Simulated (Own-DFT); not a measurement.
## Calculated data, AlGa₃N₄ (wurtzite random alloy, atoms displaced)

Computed with Own-DFT development build. A calculation, not a measurement: plane-wave density functional theory by an unreviewed code, no spin, of a simulated periodic cell, stress positive in tension, run twice, with PBE and with PBEsol, both on files made for PBE, so the change isn't that of files made for PBEsol, forces on such cells passed a denser k mesh, this cell's mesh not checked; the far tail of each file's local potential was reset to the Coulomb form; each entry is a single point on an unrelaxed cell, so the pressure reflects the starting lattice, mostly measured values (interpolated for alloys), from which strain is counted, and rises with the displacements; printed positions are rounded, which can move forces by about a meV/angstrom; the program, named Own-DFT, is a retired in-house code; no spin-orbit coupling; stress was not checked against mesh or cutoff.

Common to all runs: functional PBE, then PBEsol; potential files PseudoDojo norm-conserving, scalar-relativistic, standard set; wave cutoff 42 hartree; occupations Fermi-Dirac; smearing width 0.1 eV; k mesh 4 x 4 x 3 centred on Gamma.

(1) AlGa₃N₄ (wurtzite random alloy, atoms displaced)

```cif
# cell vector a (Å): 9.5092 0.0000 0.0000
# cell vector b (Å): -4.7546 8.2353 0.0000
# cell vector c (Å): 0.0000 0.0000 10.2685
data_AlGa3N4
_symmetry_space_group_name_H-M 'P 1'
_symmetry_Int_Tables_number 1
_cell_length_a 9.5092
_cell_length_b 9.5093
_cell_length_c 10.2685
_cell_angle_alpha 90.000
_cell_angle_beta 90.000
_cell_angle_gamma 120.000
_cell_volume 804.14
loop_
_atom_site_label
_atom_site_type_symbol
_atom_site_fract_x
_atom_site_fract_y
_atom_site_fract_z
_atom_site_occupancy
Ga1 Ga 0.11193 0.22651 0.00219 1
Ga2 Ga 0.22283 0.11026 0.24858 1
N1 N 0.11039 0.21719 0.18811 1
N2 N 0.22006 0.11579 0.43585 1
Al1 Al 0.11477 0.22526 0.49861 1
Ga3 Ga 0.22037 0.10769 0.75049 1
N3 N 0.11183 0.22474 0.68363 1
N4 N 0.21819 0.11567 0.94203 1
Ga4 Ga 0.10924 0.55694 0.99826 1
Al2 Al 0.22016 0.44222 0.24787 1
N5 N 0.11204 0.55671 0.19230 1
N6 N 0.22402 0.44609 0.43770 1
Al3 Al 0.11344 0.55583 0.49709 1
Ga5 Ga 0.22465 0.44632 0.74962 1
N7 N 0.11401 0.55503 0.68485 1
N8 N 0.22780 0.44463 0.93705 1
Ga6 Ga 0.11225 0.88939 0.00220 1
Ga7 Ga 0.22036 0.78120 0.24682 1
N9 N 0.11127 0.88457 0.19400 1
N10 N 0.22642 0.77797 0.43928 1
Ga8 Ga 0.11451 0.88832 0.50557 1
Ga9 Ga 0.22301 0.78204 0.75352 1
N11 N 0.11134 0.89556 0.68868 1
N12 N 0.21709 0.77266 0.93747 1
Al4 Al 0.43990 0.22280 0.99170 1
Al5 Al 0.55505 0.10587 0.24940 1
N13 N 0.43806 0.21591 0.18839 1
N14 N 0.56036 0.11796 0.43828 1
Ga10 Ga 0.44426 0.21589 0.50410 1
Al6 Al 0.55505 0.11103 0.75114 1
N15 N 0.44565 0.22246 0.68433 1
N16 N 0.55585 0.11049 0.93972 1
Ga11 Ga 0.44961 0.55407 0.00446 1
Ga12 Ga 0.55677 0.44284 0.25342 1
N17 N 0.45132 0.56270 0.18705 1
N18 N 0.55232 0.44568 0.44135 1
Ga13 Ga 0.45069 0.55753 0.49406 1
Ga14 Ga 0.55794 0.44385 0.74804 1
N19 N 0.44099 0.54934 0.69074 1
N20 N 0.55048 0.44453 0.94414 1
Al7 Al 0.44502 0.88653 0.00003 1
Ga15 Ga 0.55815 0.77669 0.25148 1
N21 N 0.44377 0.88353 0.18552 1
N22 N 0.55511 0.78126 0.43650 1
Ga16 Ga 0.44793 0.88888 0.49466 1
Al8 Al 0.55095 0.77311 0.74765 1
N23 N 0.44580 0.88815 0.68745 1
N24 N 0.55904 0.77357 0.93231 1
Ga17 Ga 0.77420 0.22660 0.00014 1
Ga18 Ga 0.90015 0.11481 0.25181 1
N25 N 0.78245 0.21789 0.18775 1
N26 N 0.88618 0.11140 0.43882 1
Ga19 Ga 0.77886 0.23057 0.50472 1
Ga20 Ga 0.88740 0.11021 0.74278 1
N27 N 0.77677 0.22020 0.69583 1
N28 N 0.88254 0.11333 0.93599 1
Ga21 Ga 0.77828 0.55375 0.00007 1
Ga22 Ga 0.88513 0.44342 0.25156 1
N29 N 0.77955 0.55339 0.18969 1
N30 N 0.88903 0.44539 0.43500 1
Al9 Al 0.77995 0.55957 0.50162 1
Ga23 Ga 0.89547 0.44382 0.75193 1
N31 N 0.78182 0.56260 0.68569 1
N32 N 0.88906 0.44455 0.93578 1
Ga24 Ga 0.78102 0.88733 0.00318 1
Ga25 Ga 0.89121 0.78149 0.24853 1
N33 N 0.77585 0.88852 0.18856 1
N34 N 0.88818 0.77111 0.44153 1
Ga26 Ga 0.77437 0.88813 0.49931 1
Ga27 Ga 0.88915 0.78439 0.75228 1
N35 N 0.77300 0.88628 0.68799 1
N36 N 0.88737 0.78109 0.93586 1
```

* PBE pressure: 6.15 GPa
* PBE stress xx: -5.99 GPa
* PBE stress yy: -5.06 GPa
* PBE stress zz: -7.41 GPa
* PBE stress yz: 0.1 GPa
* PBE stress xz: 0.54 GPa
* PBE stress xy: 0.68 GPa
* PBEsol pressure: 1.27 GPa
* PBEsol stress xx: -1.08 GPa
* PBEsol stress yy: -0.22 GPa
* PBEsol stress zz: -2.5 GPa
* PBEsol stress yz: 0.09 GPa
* PBEsol stress xz: 0.52 GPa
* PBEsol stress xy: 0.66 GPa
* rms change of force components from PBE to PBEsol: 0.068 eV/Å

Force:
```tsv
force element	PBE force x (eV/Å)	PBE force y (eV/Å)	PBE force z (eV/Å)	PBEsol force x (eV/Å)	PBEsol force y (eV/Å)	PBEsol force z (eV/Å)
Ga	-1.258	-0.334	-0.796	-1.219	-0.343	-0.783
Ga	0.062	-0.152	0.457	0.064	-0.149	0.453
N	0.545	1.87	0.257	0.526	1.682	0.205
N	0.183	-0.486	0.897	0.328	-0.563	0.821
Al	-0.541	-0.055	-0.071	-0.544	-0.053	-0.074
Ga	-0.54	1.583	0.115	-0.548	1.541	0.104
N	0.236	-0.399	-0.237	0.223	-0.394	-0.064
N	1.518	-0.582	-0.454	1.349	-0.646	-0.494
Ga	0.865	-0.93	0.729	0.825	-0.899	0.703
Al	0.385	0.536	0.221	0.404	0.53	0.212
N	0.518	-0.738	-0.486	0.37	-0.639	-0.53
N	-0.654	-0.444	-0.684	-0.512	-0.361	-0.631
Al	-0.039	0.015	-0.085	-0.039	0.013	-0.089
Ga	-0.124	-0.553	-0.079	-0.113	-0.549	-0.075
N	-0.413	0.603	-0.481	-0.406	0.579	-0.305
N	-0.846	0.424	0.653	-0.828	0.407	0.639
Ga	-0.421	0.089	-0.104	-0.428	0.076	-0.107
Ga	1.497	-0.959	0.959	1.454	-0.94	0.94
N	-1.003	0.935	-1.281	-0.978	0.915	-1.261
N	-0.544	-0.597	0.045	-0.532	-0.429	-0.002
Ga	-0.429	0.27	-1.438	-0.419	0.275	-1.406
Ga	0.209	-0.532	-1.257	0.195	-0.531	-1.223
N	0.478	-1.102	0.639	0.472	-1.073	0.621
N	0.925	1.547	0.805	0.792	1.449	0.737
Al	0.551	-0.244	1.387	0.552	-0.241	1.386
Al	0.054	0.546	-0.432	0.052	0.54	-0.421
N	1.747	0.344	-1.034	1.582	0.396	-0.928
N	0.144	-0.926	-1.067	0.136	-0.898	-0.883
Ga	-1.035	0.759	-1.562	-1.017	0.745	-1.522
Al	0.246	-0.349	-0.097	0.235	-0.344	-0.105
N	0.746	-0.778	2.113	0.613	-0.69	2.008
N	-1.843	-0.589	-0.652	-1.68	-0.496	-0.584
Ga	-1.283	0.973	-0.806	-1.229	0.959	-0.792
Ga	-0.271	-0.342	-0.504	-0.274	-0.324	-0.49
N	-0.896	-1.843	1.295	-0.765	-1.736	1.219
N	2.246	-0.273	0.01	2.078	-0.314	-0.043
Ga	-1.432	-0.009	1.252	-1.401	-0.032	1.219
Ga	-0.125	0.454	0.351	-0.145	0.452	0.337
N	0.559	1.616	-0.745	0.548	1.437	-0.769
N	1.824	-1.413	-1.06	1.778	-1.215	-1.081
Al	0.534	-0.209	-0.535	0.535	-0.224	-0.537
Ga	-0.452	0.414	-0.493	-0.438	0.395	-0.487
N	-0.211	1.259	-0.196	-0.211	1.094	-0.074
N	0.719	-0.546	0.161	0.709	-0.535	0.153
Ga	-0.721	0.644	0.861	-0.713	0.623	0.843
Al	0.347	-0.009	0.145	0.347	-0.023	0.129
N	0.279	0.624	0.6	0.144	0.548	0.493
N	-1.358	0.746	0.425	-1.216	0.665	0.542
Ga	0.978	-0.695	0.149	0.977	-0.68	0.14
Ga	-1.637	-0.798	0.09	-1.608	-0.785	0.076
N	-1.553	0.041	0.56	-1.41	0.115	0.497
N	0.945	0.688	0.735	0.82	0.605	0.668
Ga	0.622	-0.672	-0.257	0.604	-0.67	-0.266
Ga	0.61	-0.165	1.133	0.595	-0.15	1.118
N	-1.381	0.21	-0.802	-1.203	0.287	-0.845
N	1.027	-0.13	0.205	1.005	-0.125	0.206
Ga	-0.451	0.317	-0.109	-0.443	0.314	-0.106
Ga	0.907	-0.54	-0.557	0.888	-0.52	-0.543
N	-0.629	0.496	-0.354	-0.612	0.477	-0.349
N	-0.035	1.245	1.765	-0.041	1.076	1.629
Al	-0.016	-0.823	-0.314	-0.025	-0.853	-0.325
Ga	-0.772	0.472	-0.923	-0.744	0.457	-0.879
N	0.434	-0.726	0.045	0.414	-0.708	0.209
N	-0.198	0.375	0.607	-0.193	0.363	0.595
Ga	-1.295	0.946	-0.87	-1.261	0.912	-0.853
Ga	-0.305	-0.806	0.808	-0.29	-0.785	0.791
N	0.796	0.324	0.443	0.79	0.311	0.429
N	-0.293	0.589	-0.302	-0.287	0.756	-0.359
Ga	0.868	0.198	0.01	0.844	0.203	0.011
Ga	-0.028	-0.539	-0.767	-0.026	-0.525	-0.741
N	-0.748	-0.275	-0.029	-0.598	-0.186	-0.083
N	1.177	-0.592	0.996	1.146	-0.57	0.975
```

(2) AlGa₃N₄ (wurtzite random alloy, atoms displaced)

```cif
# cell vector a (Å): 9.5092 0.0000 0.0000
# cell vector b (Å): -4.7546 8.2353 0.0000
# cell vector c (Å): 0.0000 0.0000 10.2685
data_AlGa3N4
_symmetry_space_group_name_H-M 'P 1'
_symmetry_Int_Tables_number 1
_cell_length_a 9.5092
_cell_length_b 9.5093
_cell_length_c 10.2685
_cell_angle_alpha 90.000
_cell_angle_beta 90.000
_cell_angle_gamma 120.000
_cell_volume 804.14
loop_
_atom_site_label
_atom_site_type_symbol
_atom_site_fract_x
_atom_site_fract_y
_atom_site_fract_z
_atom_site_occupancy
Al1 Al 0.11479 0.22202 0.00034 1
Al2 Al 0.22368 0.11481 0.24804 1
N1 N 0.11048 0.22006 0.19206 1
N2 N 0.22350 0.11107 0.43546 1
Al3 Al 0.11618 0.22656 0.49865 1
Ga1 Ga 0.22269 0.10820 0.74724 1
N3 N 0.11680 0.22153 0.68827 1
N4 N 0.21530 0.10474 0.94398 1
Al4 Al 0.10676 0.55207 0.00027 1
Ga2 Ga 0.22484 0.44695 0.25184 1
N5 N 0.10666 0.55210 0.19260 1
N6 N 0.22588 0.44557 0.44103 1
Ga3 Ga 0.10308 0.55622 0.50468 1
Ga4 Ga 0.22052 0.44508 0.75004 1
N7 N 0.11354 0.55965 0.68855 1
N8 N 0.22328 0.44366 0.94259 1
Ga5 Ga 0.11381 0.89342 0.99425 1
Ga6 Ga 0.22318 0.77192 0.24452 1
N9 N 0.11860 0.89195 0.18856 1
N10 N 0.22016 0.78004 0.44208 1
Ga7 Ga 0.10896 0.88983 0.50083 1
Ga8 Ga 0.22152 0.77629 0.74935 1
N11 N 0.10766 0.89221 0.68870 1
N12 N 0.22714 0.77909 0.94047 1
Ga9 Ga 0.44752 0.22169 0.00351 1
Ga10 Ga 0.56037 0.11459 0.25638 1
N13 N 0.45371 0.22040 0.18865 1
N14 N 0.55798 0.11360 0.43795 1
Al5 Al 0.44873 0.22686 0.49537 1
Ga11 Ga 0.55708 0.11598 0.75209 1
N15 N 0.44632 0.22531 0.69554 1
N16 N 0.54955 0.11086 0.94248 1
Ga12 Ga 0.44078 0.55416 0.99971 1
Ga13 Ga 0.55815 0.44374 0.25010 1
N17 N 0.44441 0.55829 0.18948 1
N18 N 0.55391 0.44687 0.43981 1
Ga14 Ga 0.44870 0.56002 0.50190 1
Ga15 Ga 0.55104 0.44249 0.75234 1
N19 N 0.44565 0.55367 0.69162 1
N20 N 0.55788 0.44716 0.93763 1
Ga16 Ga 0.43733 0.87947 0.99698 1
Al6 Al 0.55540 0.77334 0.25182 1
N21 N 0.44590 0.88786 0.18946 1
N22 N 0.55683 0.76960 0.43999 1
Ga17 Ga 0.44209 0.88761 0.50231 1
Al7 Al 0.54672 0.77344 0.75389 1
N23 N 0.44486 0.88313 0.69256 1
N24 N 0.55716 0.77267 0.94137 1
Ga18 Ga 0.78158 0.22553 0.99999 1
Al8 Al 0.89565 0.10971 0.24583 1
N25 N 0.77167 0.22036 0.18991 1
N26 N 0.89283 0.11097 0.44128 1
Ga19 Ga 0.77683 0.22771 0.50631 1
Ga20 Ga 0.89132 0.11174 0.74819 1
N27 N 0.77682 0.22343 0.68894 1
N28 N 0.88866 0.11102 0.94264 1
Ga21 Ga 0.78811 0.56665 0.99426 1
Ga22 Ga 0.89026 0.44487 0.24933 1
N29 N 0.78005 0.55988 0.18921 1
N30 N 0.88683 0.44232 0.43928 1
Ga23 Ga 0.77454 0.55694 0.49897 1
Ga24 Ga 0.88451 0.44293 0.74828 1
N31 N 0.77833 0.55745 0.68957 1
N32 N 0.88666 0.44569 0.94726 1
Ga25 Ga 0.78382 0.89753 0.99678 1
Al9 Al 0.88963 0.77747 0.25034 1
N33 N 0.78261 0.89027 0.18690 1
N34 N 0.88980 0.77871 0.43934 1
Ga26 Ga 0.77034 0.88002 0.49826 1
Ga27 Ga 0.89127 0.77405 0.74771 1
N35 N 0.78152 0.89000 0.68516 1
N36 N 0.87986 0.77509 0.93781 1
```

- PBE pressure: 6.46 GPa
- PBE stress xx: -5.84 GPa
- PBE stress yy: -7.83 GPa
- PBE stress zz: -5.7 GPa
- PBE stress yz: 0.3 GPa
- PBE stress xz: -0.26 GPa
- PBE stress xy: -0.07 GPa
- PBEsol pressure: 1.57 GPa
- PBEsol stress xx: -0.96 GPa
- PBEsol stress yy: -2.88 GPa
- PBEsol stress zz: -0.86 GPa
- PBEsol stress yz: 0.28 GPa
- PBEsol stress xz: -0.26 GPa
- PBEsol stress xy: -0.05 GPa
- rms change of force components from PBE to PBEsol: 0.067 eV/Å

Force:
```tsv
force element	PBE force x (eV/Å)	PBE force y (eV/Å)	PBE force z (eV/Å)	PBEsol force x (eV/Å)	PBEsol force y (eV/Å)	PBEsol force z (eV/Å)
Al	-0.453	-0.038	0.307	-0.451	-0.028	0.301
Al	0.918	-0.673	0.082	0.937	-0.658	0.07
N	0.5	0.079	-1.143	0.499	0.238	-1.092
N	0.231	1.291	0.209	0.223	1.122	0.264
Al	-0.237	-0.699	-0.119	-0.234	-0.705	-0.104
Ga	-0.045	0.638	0.955	-0.046	0.622	0.941
N	-0.843	0.53	-0.704	-0.828	0.518	-0.54
N	-0.088	2.312	-0.915	0.052	2.154	-0.944
Al	0.492	0.389	0.375	0.499	0.403	0.371
Ga	-0.142	-0.348	0.242	-0.139	-0.33	0.244
N	0.79	-0.092	-1.786	0.772	-0.083	-1.61
N	-0.709	-0.322	0.438	-0.684	-0.16	0.368
Ga	1.246	0.12	-1.218	1.216	0.129	-1.186
Ga	0.539	-0.331	0.088	0.545	-0.327	0.086
N	-0.527	-0.934	0.786	-0.516	-0.912	0.757
N	-1.658	-0.703	-0.018	-1.492	-0.597	-0.113
Ga	-0.256	-1.76	1.405	-0.227	-1.7	1.376
Ga	-0.386	1.159	0.997	-0.384	1.142	0.972
N	-1.366	0.033	0.274	-1.225	-0.053	0.177
N	0.407	-0.487	-0.438	0.396	-0.48	-0.419
Ga	0.125	0.396	-0.525	0.123	0.378	-0.503
Ga	-0.291	0.788	0.22	-0.277	0.776	0.214
N	1.338	-0.716	0.128	1.306	-0.703	0.124
N	-1.758	-2.102	-0.493	-1.708	-1.916	-0.531
Ga	-0.725	0.597	-0.368	-0.676	0.574	-0.357
Ga	0.035	-1.317	-1.166	0.033	-1.266	-1.155
N	-2.37	0.254	0.836	-2.208	0.314	0.777
N	-0.849	0.056	1.77	-0.7	-0.012	1.671
Al	-0.555	-0.635	0.649	-0.547	-0.641	0.669
Ga	-0.021	-0.938	0.5	-0.033	-0.905	0.503
N	0.047	-0.646	-2.338	0.048	-0.63	-2.169
N	1.555	-0.59	-0.728	1.517	-0.569	-0.722
Ga	1.168	0.014	0.44	1.145	0.017	0.431
Ga	-0.219	0.248	-0.467	-0.201	0.242	-0.463
N	0.431	0.073	0.259	0.41	-0.099	0.197
N	0.499	-1.143	0.114	0.493	-0.951	0.058
Ga	-0.675	-1.304	0.503	-0.655	-1.266	0.485
Ga	0.554	0.568	0.183	0.536	0.545	0.191
N	-0.781	1.168	0.066	-0.757	0.99	0.011
N	0.004	-0.364	0.801	-0.005	-0.355	0.771
Ga	1.627	1.596	1.118	1.57	1.571	1.1
Al	0.033	0.966	-0.594	0.037	0.972	-0.593
N	1.033	-0.5	0.418	0.88	-0.438	0.361
N	-1.5	1.327	-1.491	-1.449	1.286	-1.301
Ga	0.362	-0.019	-0.341	0.344	-0.021	-0.322
Al	1.88	0.177	-0.112	1.89	0.176	-0.112
N	-0.045	0.697	-0.094	-0.208	0.765	-0.164
N	-0.567	0.839	-1.289	-0.564	0.814	-1.115
Ga	-1.105	-0.89	0.676	-1.106	-0.868	0.671
Al	-1.516	-0.017	1.156	-1.539	-0.005	1.15
N	2.384	0.047	0.026	2.225	0.111	-0.013
N	-0.011	0.472	-0.783	-0.131	0.387	-0.691
Ga	1.148	-1.149	-1.507	1.118	-1.125	-1.471
Ga	0.184	-0.375	-0.086	0.183	-0.375	-0.091
N	0.348	-0.092	0.934	0.335	-0.08	0.903
N	0.995	1.71	-0.786	0.85	1.592	-0.811
Ga	-1.472	-1.72	1.571	-1.447	-1.697	1.536
Ga	-0.881	-0.547	0.144	-0.866	-0.537	0.142
N	0.19	0.551	0.089	0.188	0.378	0.041
N	-0.506	0.533	0.082	-0.493	0.523	0.09
Ga	0.55	0.005	0.026	0.537	0.015	0.032
Ga	0.378	0.472	0.814	0.356	0.458	0.786
N	-0.121	-0.798	-0.31	-0.111	-0.776	-0.303
N	1.517	0.47	-1.488	1.339	0.383	-1.506
Ga	-0.62	-1.589	0.811	-0.609	-1.564	0.798
Al	0.49	0.499	-0.309	0.502	0.497	-0.312
N	-0.328	-0.301	1.159	-0.331	-0.303	0.987
N	-0.005	-0.43	-1.151	-0.012	-0.425	-0.973
Ga	0.885	1.847	0.303	0.874	1.803	0.322
Ga	-1.365	0.753	0.334	-1.335	0.743	0.319
N	-1.336	-0.833	1.237	-1.209	-0.761	1.169
N	1.448	1.732	-0.759	1.427	1.685	-0.749
```
